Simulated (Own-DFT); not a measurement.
# Computed records: Hf36O71 (tetragonal hafnia with one neutral oxygen vacancy, atoms displaced)

A calculation, not a measurement: plane-wave PBE and HSE06 DFT by an unreviewed code, no spin, of a simulated cell at Gamma alone, so results move with cell size and shape, stress positive in tension, energies less offsets, not probed for a lower state with spin; hafnium file: forces about 75 meV/angstrom off all-electron values; oxygen file: force components 24 meV/angstrom off all-electron in a glass; k mesh not checked against a denser one; forces and stress are PBE's, HSE06 gives the energy alone, and its difference from PBE has offsets of its own; offsets are fitted by least squares, one for each functional and potential file, so energies compare only between cells with the same atoms and settings and are not formation energies; the far tail of each file's local potential was reset to the Coulomb form; each entry is a single point on an unrelaxed cell, so the pressure reflects the starting lattice, taken from the Materials Project, from which strain is counted, and rises with the displacements; printed positions are rounded, which can move forces by about a meV/angstrom; the program is a retired in-house code; no spin-orbit coupling. Program: Own-DFT development build.

Settings shared by all entries: first functional PBE; second functional HSE06; exact exchange share 0.25; screening 0.11 1/bohr; exchange divergence Gygi-Baldereschi; potential files PseudoDojo norm-conserving, scalar-relativistic, made for PBE, standard set; wave cutoff 48 hartree; occupations fixed; k mesh 1 x 1 x 1 centred on Gamma.

(1) 
```cif
# cell vector a (Å): 10.7800 0.0000 0.0000
# cell vector b (Å): 0.0000 10.7800 0.0000
# cell vector c (Å): 0.0000 0.0000 10.4493
data_Hf36O71
_symmetry_space_group_name_H-M 'P 1'
_symmetry_Int_Tables_number 1
_cell_length_a 10.7800
_cell_length_b 10.7800
_cell_length_c 10.4493
_cell_angle_alpha 90.000
_cell_angle_beta 90.000
_cell_angle_gamma 90.000
_cell_volume 1214.30
loop_
_atom_site_label
_atom_site_type_symbol
_atom_site_fract_x
_atom_site_fract_y
_atom_site_fract_z
_atom_site_occupancy
Hf1 Hf 0.00628 0.99846 0.99499 1
Hf2 Hf 0.16816 0.16715 0.24455 1
O1 O 0.99562 0.17400 0.14536 1
O2 O 0.15071 0.01158 0.33131 1
O3 O 0.16725 0.00017 0.10227 1
Hf3 Hf 0.00583 0.00273 0.48579 1
Hf4 Hf 0.17260 0.17316 0.74618 1
O4 O 0.99955 0.17391 0.65633 1
O5 O 0.17852 0.98896 0.84306 1
O6 O 0.98160 0.17004 0.89999 1
O7 O 0.15337 0.99941 0.59079 1
Hf5 Hf 0.99481 0.34706 0.00085 1
Hf6 Hf 0.16119 0.50506 0.24204 1
O8 O 0.00212 0.51119 0.15456 1
O9 O 0.16414 0.33000 0.33818 1
O10 O 0.00136 0.49413 0.41330 1
O11 O 0.15825 0.33171 0.12008 1
Hf7 Hf 0.00237 0.34251 0.50575 1
Hf8 Hf 0.16324 0.50099 0.76149 1
O12 O 0.99188 0.48751 0.65506 1
O13 O 0.15361 0.32929 0.85136 1
O14 O 0.99297 0.49472 0.90201 1
O15 O 0.17486 0.34075 0.60426 1
Hf9 Hf 0.01349 0.66596 0.99538 1
Hf10 Hf 0.16066 0.84001 0.24916 1
O16 O 0.00165 0.83644 0.14788 1
O17 O 0.16156 0.66923 0.32620 1
O18 O 0.99195 0.82411 0.39632 1
O19 O 0.18096 0.65329 0.10629 1
Hf11 Hf 0.00942 0.65703 0.50010 1
Hf12 Hf 0.16551 0.81750 0.74626 1
O20 O 0.00630 0.83382 0.65763 1
O21 O 0.17032 0.66034 0.84765 1
O22 O 0.98296 0.83739 0.89371 1
O23 O 0.15776 0.66403 0.58594 1
Hf13 Hf 0.34003 0.99937 0.99516 1
Hf14 Hf 0.50025 0.15847 0.25167 1
O24 O 0.33663 0.17217 0.15352 1
O25 O 0.51442 0.00084 0.34702 1
O26 O 0.32728 0.16981 0.41289 1
O27 O 0.50732 0.00543 0.08939 1
Hf15 Hf 0.32146 0.00605 0.49581 1
Hf16 Hf 0.50273 0.16546 0.74558 1
O28 O 0.34446 0.15870 0.64050 1
O29 O 0.49216 0.99421 0.83367 1
O30 O 0.33777 0.15448 0.89751 1
O31 O 0.49148 0.00818 0.59754 1
Hf17 Hf 0.33147 0.33399 0.00679 1
Hf18 Hf 0.50587 0.50713 0.25242 1
O32 O 0.33923 0.50084 0.16349 1
O33 O 0.50552 0.35037 0.33680 1
O34 O 0.35114 0.50359 0.39860 1
O35 O 0.48924 0.34102 0.11044 1
Hf19 Hf 0.33573 0.33138 0.50112 1
Hf20 Hf 0.50970 0.50025 0.76401 1
O36 O 0.33145 0.52174 0.65552 1
O37 O 0.49889 0.34387 0.85553 1
O38 O 0.33623 0.49975 0.90236 1
O39 O 0.49435 0.31913 0.59855 1
Hf21 Hf 0.32109 0.67293 0.99686 1
Hf22 Hf 0.50520 0.83442 0.24597 1
O40 O 0.32558 0.82958 0.15085 1
O41 O 0.51119 0.67034 0.35795 1
O42 O 0.32217 0.83741 0.39474 1
O43 O 0.49521 0.66635 0.07229 1
Hf23 Hf 0.34480 0.67956 0.50539 1
Hf24 Hf 0.51821 0.83891 0.74314 1
O44 O 0.32663 0.83407 0.65386 1
O45 O 0.48793 0.66361 0.85501 1
O46 O 0.32570 0.83812 0.88412 1
O47 O 0.50453 0.66334 0.61190 1
Hf25 Hf 0.67193 0.99944 0.98162 1
Hf26 Hf 0.83809 0.17756 0.25065 1
O48 O 0.65678 0.16932 0.15560 1
O49 O 0.82575 0.98849 0.33527 1
O50 O 0.66405 0.17695 0.39841 1
O51 O 0.83023 0.99872 0.08693 1
Hf27 Hf 0.67442 0.99699 0.48595 1
Hf28 Hf 0.83555 0.15683 0.74326 1
O52 O 0.65784 0.16574 0.63864 1
O53 O 0.82627 0.99104 0.85088 1
O54 O 0.67431 0.16324 0.90195 1
O55 O 0.82990 0.00837 0.60116 1
Hf29 Hf 0.66932 0.33925 0.00516 1
Hf30 Hf 0.83245 0.48723 0.23570 1
O56 O 0.66427 0.49398 0.14614 1
O57 O 0.83036 0.33205 0.33699 1
O58 O 0.66061 0.49345 0.40814 1
O59 O 0.84111 0.34208 0.08708 1
Hf31 Hf 0.67203 0.35290 0.49284 1
Hf32 Hf 0.83379 0.48976 0.74214 1
O60 O 0.64337 0.49956 0.65824 1
O61 O 0.83229 0.34023 0.85623 1
O62 O 0.67715 0.52405 0.90627 1
O63 O 0.82011 0.32856 0.61428 1
Hf33 Hf 0.66189 0.66963 0.00551 1
Hf34 Hf 0.83827 0.81288 0.25609 1
O64 O 0.65996 0.83417 0.15075 1
O65 O 0.83503 0.66512 0.34154 1
O66 O 0.67223 0.83112 0.40429 1
O67 O 0.83626 0.66031 0.10344 1
Hf35 Hf 0.67298 0.67787 0.49064 1
Hf36 Hf 0.84415 0.84504 0.76025 1
O68 O 0.66063 0.83941 0.64230 1
O69 O 0.82489 0.66712 0.85104 1
O70 O 0.66800 0.83473 0.90544 1
O71 O 0.83158 0.66580 0.59625 1
_calc_PBE_energy_of_cell_above_offsets '-84.293'  # eV
_calc_HSE06_less_PBE_above_offsets '0.743'  # eV
_calc_PBE_pressure 6.35  # GPa
_calc_PBE_stress_xx -3.62  # GPa
_calc_PBE_stress_yy -8.8  # GPa
_calc_PBE_stress_zz -6.65  # GPa
_calc_PBE_stress_yz 1.63  # GPa
_calc_PBE_stress_xz 0.82  # GPa
_calc_PBE_stress_xy 0.13  # GPa
```

Force:
```tsv
element	x (eV/Å)	y (eV/Å)	z (eV/Å)
Hf	-1.201	1.598	1.032
Hf	-0.413	2.8	-1.642
O	0.277	-0.627	1.212
O	-0.631	-2.231	3.317
O	0.249	0.319	-1.403
Hf	-2.463	-0.057	0.161
Hf	0.269	-1.803	0.149
O	1.155	0.141	-0.936
O	-2.204	1.925	-0.364
O	0.765	-1.015	0.347
O	1.567	0.737	-0.372
Hf	2.943	-4.624	-0.681
Hf	3.943	-1.83	1.793
O	-1.494	-0.453	-1.339
O	-0.706	0.699	2.812
O	-0.21	0.861	-2.005
O	0.743	1.021	-3.821
Hf	0.797	-3.292	1.232
Hf	2.656	-2.837	-2.703
O	2.379	0.396	-0.582
O	0.885	0.42	0.341
O	1.154	3.71	-0.81
O	-1.049	-0.525	-0.166
Hf	-3.463	0.597	1.052
Hf	1.049	-0.418	-0.509
O	0.075	-0.906	-0.859
O	-0.803	-0.03	2.578
O	0.837	1.082	0.763
O	-4.015	0.516	-1.875
Hf	-3.941	2.111	-1.15
Hf	2.102	3.272	-0.123
O	-1.6	-0.115	-1.11
O	-1.529	0.915	1.748
O	2.333	-1.445	1.766
O	3.018	0.128	1.979
Hf	-0.727	-1.682	-0.416
Hf	1.147	2.975	-0.292
O	-0.652	-0.73	-0.178
O	-0.847	-1.623	-0.102
O	0.147	-0.845	-2.669
O	-1.267	-0.464	0.437
Hf	2.03	-1.042	2.386
Hf	0.696	0.463	-1.139
O	-3.716	0.602	1.735
O	0.952	1.368	1.768
O	-0.668	3.098	-0.026
O	0.598	-1.594	-1.639
Hf	1.099	0.478	0.793
Hf	-2.963	-0.661	-0.321
O	-1.437	-0.044	-1.178
O	-0.07	-3.708	1.729
O	-1.363	0.713	1.826
O	1.329	-0.418	-2.493
Hf	1.297	2.689	-0.337
Hf	-4.816	2.735	0.661
O	-0.962	-0.755	0.792
O	0.745	-3.011	1.116
O	-2.378	-0.921	1.137
O	0.405	1.228	-0.534
Hf	4.948	0.398	-1.872
Hf	-1.281	0.093	-0.492
O	1.449	0.352	-0.3
O	-0.284	1.524	-0.942
O	0.192	0.741	0.496
O	-0.911	0.261	3.911
Hf	0.783	-2.654	0.859
Hf	-4.151	-2.724	1.08
O	0.531	-0.581	-1.772
O	0.984	1.614	-1.474
O	0.002	-1.398	2.964
O	0.086	1.836	-2.347
Hf	0.12	0.398	3.675
Hf	-1.408	-5.129	-1.367
O	2.219	1.304	-0.894
O	0.429	1.887	1.015
O	0.501	-0.657	0.06
O	0.876	0.287	-0.292
Hf	-1.204	3.356	1.717
Hf	-1.678	1.516	0.509
O	1.431	-0.849	1.986
O	0.173	3.531	-0.15
O	-0.484	1.989	-0.949
O	1.693	-0.464	-0.613
Hf	-2.222	-0.412	-1.351
Hf	-0.332	3.18	-0.115
O	1.391	-0.004	0.454
O	0.596	2.077	2.143
O	1.357	6.822	-3.424
O	-2.796	0.296	3.067
Hf	-2.806	-7.88	4.041
Hf	-3.432	2.029	2.209
O	6.257	-1.134	-2.817
O	-0.783	-0.606	-0.592
O	-0.953	-5.13	-0.918
O	1.591	1.003	-1.822
Hf	1.582	1.886	-0.879
Hf	-0.234	4.341	-3.773
O	1.09	-0.892	0.78
O	-0.955	-4.841	2.227
O	0.065	0.754	-2.078
O	0.436	0.379	-0.54
Hf	-1.046	-2.502	3.424
Hf	-1.264	-5.263	-2.874
O	3.435	0.229	-1.114
O	1.957	0.683	-1.176
O	-0.729	-0.975	-1.882
O	0.724	-0.564	-0.684
```

(2) 
```cif
# cell vector a (Å): 10.7800 0.0000 0.0000
# cell vector b (Å): 0.0000 10.7800 0.0000
# cell vector c (Å): 0.0000 0.0000 10.4493
data_Hf36O71
_symmetry_space_group_name_H-M 'P 1'
_symmetry_Int_Tables_number 1
_cell_length_a 10.7800
_cell_length_b 10.7800
_cell_length_c 10.4493
_cell_angle_alpha 90.000
_cell_angle_beta 90.000
_cell_angle_gamma 90.000
_cell_volume 1214.30
loop_
_atom_site_label
_atom_site_type_symbol
_atom_site_fract_x
_atom_site_fract_y
_atom_site_fract_z
_atom_site_occupancy
Hf1 Hf 0.00181 0.99894 0.00276 1
Hf2 Hf 0.16474 0.16343 0.24912 1
O1 O 0.99856 0.16519 0.16016 1
O2 O 0.16387 0.00108 0.35613 1
O3 O 0.00144 0.17300 0.39952 1
O4 O 0.16622 0.99598 0.10290 1
Hf3 Hf 0.00073 0.00118 0.49159 1
Hf4 Hf 0.16295 0.16039 0.75518 1
O5 O 0.00195 0.16511 0.65607 1
O6 O 0.16220 0.00400 0.84375 1
O7 O 0.99769 0.16673 0.89763 1
O8 O 0.16660 0.00576 0.59260 1
Hf5 Hf 0.99368 0.32502 0.99186 1
Hf6 Hf 0.16404 0.48883 0.25801 1
O9 O 0.00045 0.50750 0.14640 1
O10 O 0.16212 0.32592 0.34626 1
O11 O 0.99468 0.49880 0.39829 1
O12 O 0.16397 0.33202 0.09997 1
Hf7 Hf 0.99911 0.33533 0.50031 1
Hf8 Hf 0.15634 0.50295 0.75119 1
O13 O 0.00904 0.50523 0.64818 1
O14 O 0.17355 0.33680 0.84604 1
O15 O 0.99638 0.50484 0.90292 1
O16 O 0.16034 0.32800 0.59783 1
Hf9 Hf 0.00653 0.65822 0.99759 1
Hf10 Hf 0.16460 0.83775 0.24767 1
O17 O 0.00040 0.83421 0.15554 1
O18 O 0.16301 0.66774 0.34703 1
O19 O 0.00303 0.82896 0.39873 1
O20 O 0.15948 0.66283 0.09636 1
Hf11 Hf 0.99091 0.66683 0.50073 1
Hf12 Hf 0.16642 0.83199 0.74865 1
O21 O 0.00098 0.82575 0.65408 1
O22 O 0.16896 0.66838 0.84953 1
O23 O 0.00021 0.84450 0.90103 1
O24 O 0.15598 0.66701 0.59209 1
Hf13 Hf 0.33102 0.00502 0.00205 1
Hf14 Hf 0.50157 0.17060 0.24330 1
O25 O 0.33391 0.17215 0.14882 1
O26 O 0.49779 0.00022 0.33731 1
O27 O 0.33827 0.17021 0.40109 1
O28 O 0.50407 0.00589 0.10660 1
Hf15 Hf 0.33650 0.99872 0.49827 1
Hf16 Hf 0.50965 0.15999 0.74025 1
O29 O 0.33748 0.16680 0.65220 1
O30 O 0.49604 0.00429 0.84314 1
O31 O 0.33744 0.16408 0.90605 1
Hf17 Hf 0.33774 0.33631 0.99457 1
Hf18 Hf 0.49587 0.50310 0.25279 1
O32 O 0.33603 0.50265 0.15703 1
O33 O 0.50507 0.33726 0.35319 1
O34 O 0.33295 0.50235 0.40010 1
O35 O 0.49244 0.33917 0.10184 1
Hf19 Hf 0.33532 0.32945 0.50331 1
Hf20 Hf 0.49926 0.50272 0.75227 1
O36 O 0.33737 0.50669 0.64338 1
O37 O 0.50257 0.33666 0.84654 1
O38 O 0.32677 0.50080 0.91027 1
O39 O 0.49324 0.32917 0.59146 1
Hf21 Hf 0.33657 0.66163 0.00570 1
Hf22 Hf 0.50058 0.82742 0.24864 1
O40 O 0.33373 0.84158 0.14367 1
O41 O 0.49981 0.66635 0.34821 1
O42 O 0.33500 0.82755 0.39710 1
O43 O 0.50085 0.66721 0.09939 1
Hf23 Hf 0.33593 0.67158 0.50276 1
Hf24 Hf 0.49737 0.83292 0.74340 1
O44 O 0.33499 0.82904 0.64260 1
O45 O 0.49431 0.66686 0.84933 1
O46 O 0.32107 0.82159 0.90216 1
O47 O 0.50198 0.66398 0.59940 1
Hf25 Hf 0.66635 0.99991 0.99469 1
Hf26 Hf 0.82218 0.16859 0.24758 1
O48 O 0.66315 0.16607 0.14544 1
O49 O 0.83707 0.99734 0.34713 1
O50 O 0.66096 0.16513 0.39968 1
O51 O 0.83124 0.00481 0.09604 1
Hf27 Hf 0.66869 0.99622 0.49947 1
Hf28 Hf 0.83860 0.16584 0.74764 1
O52 O 0.66390 0.17573 0.66434 1
O53 O 0.83004 0.99535 0.85056 1
O54 O 0.66876 0.16878 0.89951 1
O55 O 0.82656 0.99526 0.59715 1
Hf29 Hf 0.67112 0.33635 0.99897 1
Hf30 Hf 0.83205 0.50545 0.25130 1
O56 O 0.66281 0.50778 0.14468 1
O57 O 0.82640 0.34026 0.34808 1
O58 O 0.66385 0.49886 0.40165 1
O59 O 0.83893 0.33577 0.09458 1
Hf31 Hf 0.67507 0.33481 0.49236 1
Hf32 Hf 0.82981 0.49809 0.74550 1
O60 O 0.67542 0.50733 0.64753 1
O61 O 0.83172 0.33619 0.84489 1
O62 O 0.66731 0.50318 0.90854 1
O63 O 0.83263 0.33508 0.60126 1
Hf33 Hf 0.66514 0.66780 0.99592 1
Hf34 Hf 0.82621 0.82499 0.25046 1
O64 O 0.66870 0.83377 0.15696 1
O65 O 0.83121 0.67049 0.34609 1
O66 O 0.66850 0.83635 0.40583 1
O67 O 0.83690 0.67378 0.09648 1
Hf35 Hf 0.66571 0.66562 0.50561 1
Hf36 Hf 0.84114 0.83824 0.74982 1
O68 O 0.67237 0.82862 0.65157 1
O69 O 0.83922 0.66812 0.84883 1
O70 O 0.67080 0.83058 0.90176 1
O71 O 0.83380 0.67332 0.59129 1
_calc_PBE_stress_xx ?
_calc_PBE_pressure ?
```

Questions
1. Estimate the PBE stress xx of Hf36O71 (tetragonal hafnia with one neutral oxygen vacancy, atoms displaced) (entry 2).
2. Hf36O71 (tetragonal hafnia with one neutral oxygen vacancy, atoms displaced) (entry 2): PBE pressure?

Answers
1. -1.75 GPa
2. 1.98 GPa

Further results for Hf36O71 (tetragonal hafnia with one neutral oxygen vacancy, atoms displaced) (entry 2):

```
PBE energy of cell above offsets : -97.038 eV
HSE06 less PBE above offsets     : 0.064 eV
PBE stress yy                    : -1.84 GPa
PBE stress zz                    : -2.35 GPa
PBE stress yz                    : 0.36 GPa
PBE stress xz                    : -1.25 GPa
PBE stress xy                    : -0.12 GPa
```

Force:
```tsv
element	x (eV/Å)	y (eV/Å)	z (eV/Å)
Hf	-0.972	-0.645	0.905
Hf	0.505	0.607	-0.138
O	-0.664	0.037	-1.058
O	0.15	-0.095	-0.754
O	-0.755	-0.772	0.918
O	0.017	0.823	-0.489
Hf	0.038	-0.295	-0.359
Hf	1.881	2.304	-1.684
O	-1.031	-0.286	-0.683
O	0.503	-1.437	1.086
O	-0.143	-0.626	-0.008
O	0.149	-0.49	0.594
Hf	2.207	2.207	1.568
Hf	0.377	2.208	-1.313
O	-0.8	-0.561	1.115
O	0.134	0.532	0.717
O	-0.105	-0.224	0.177
O	-0.206	0.058	-0.798
Hf	1.038	-0.25	-0.274
Hf	2.752	0.043	0.134
O	-3.346	-0.6	-0.249
O	-0.808	-0.81	-0.076
O	0.44	-2.802	-1.463
O	0.637	0.348	-0.213
Hf	-1.231	2.143	1.035
Hf	-0.042	-1.769	0.432
O	-0.486	0.745	-0.328
O	0.273	-0.486	-0.637
O	-0.375	1.094	0.93
O	2.408	0.541	0.206
Hf	2.597	0.396	-1.489
Hf	0.178	-0.583	0.469
O	0.1	0.867	-0.451
O	-1.058	-0.497	-0.83
O	0.361	-1.397	-0.181
O	2.035	0.436	0.781
Hf	1.108	-1.314	0.516
Hf	-1.332	-0.051	0.974
O	-0.531	-0.804	0.35
O	-0.121	-0.314	1.482
O	-0.204	-1.139	0.011
O	-0.448	-0.313	-2.162
Hf	0.031	0.674	-0.69
Hf	-3.692	1.697	1.879
O	-0.546	-0.87	0.023
O	0.309	-2.124	-0.089
O	-0.619	0.656	-0.41
Hf	-1.209	-1.063	0.933
Hf	0.268	-1.133	-0.009
O	-1.228	0.158	-0.292
O	-0.017	-0.324	-1.021
O	-0.246	-0.583	0.323
O	2.038	-0.374	-0.459
Hf	-0.774	0.835	-0.478
Hf	-0.719	-0.529	-0.934
O	-0.765	-0.225	1.812
O	-0.051	0.007	-0.05
O	0.727	0.27	-1.227
O	2.593	0.503	0.996
Hf	-1.511	0.792	0.299
Hf	-0.956	1.317	-0.362
O	0.301	-0.608	0.992
O	0.429	0.341	0.67
O	0.142	1.548	0.141
O	0.125	0.546	0.096
Hf	-1.79	-1.813	-0.883
Hf	0.867	-0.008	0.769
O	-0.184	0.776	0.606
O	0.453	-0.067	-0.157
O	0.698	2.461	-0.611
O	0.263	0.49	0.367
Hf	0.117	0.107	0.594
Hf	1.446	-1.098	0.276
O	0.845	1.019	0.052
O	-0.167	0.959	-0.112
O	0.987	-0.087	0.273
O	-0.082	0.262	-0.21
Hf	-0.95	-0.059	-0.567
Hf	-0.972	-0.535	0.796
O	3.408	-0.349	-2.817
O	0.062	1.729	-0.585
O	0.13	-0.154	0.587
O	1.496	0.839	0.383
Hf	-1.533	-0.224	0.265
Hf	0.394	0.368	-1.6
O	0.971	-0.683	1.175
O	-0.26	-1.238	-0.165
O	0.554	1.049	0.14
O	-1.25	-0.391	0.454
Hf	-2.368	-0.14	0.052
Hf	1.56	1.426	1.079
O	-1.826	-0.357	0.353
O	0.217	-0.449	0.281
O	0.236	-0.51	-1.741
O	0.7	-0.179	-0.112
Hf	1.147	0.195	1.262
Hf	2.081	1.712	-0.92
O	-1.142	-0.074	-0.78
O	-0.313	-1.589	0.863
O	-0.266	-0.748	-0.252
O	-0.852	-0.239	0.022
Hf	-0.114	0.318	-0.856
Hf	-0.777	-1.251	0.737
O	-1.522	0.383	0.342
O	-0.441	-0.325	-1.212
O	-0.822	0.755	-0.065
O	-0.865	-0.628	1.011
```
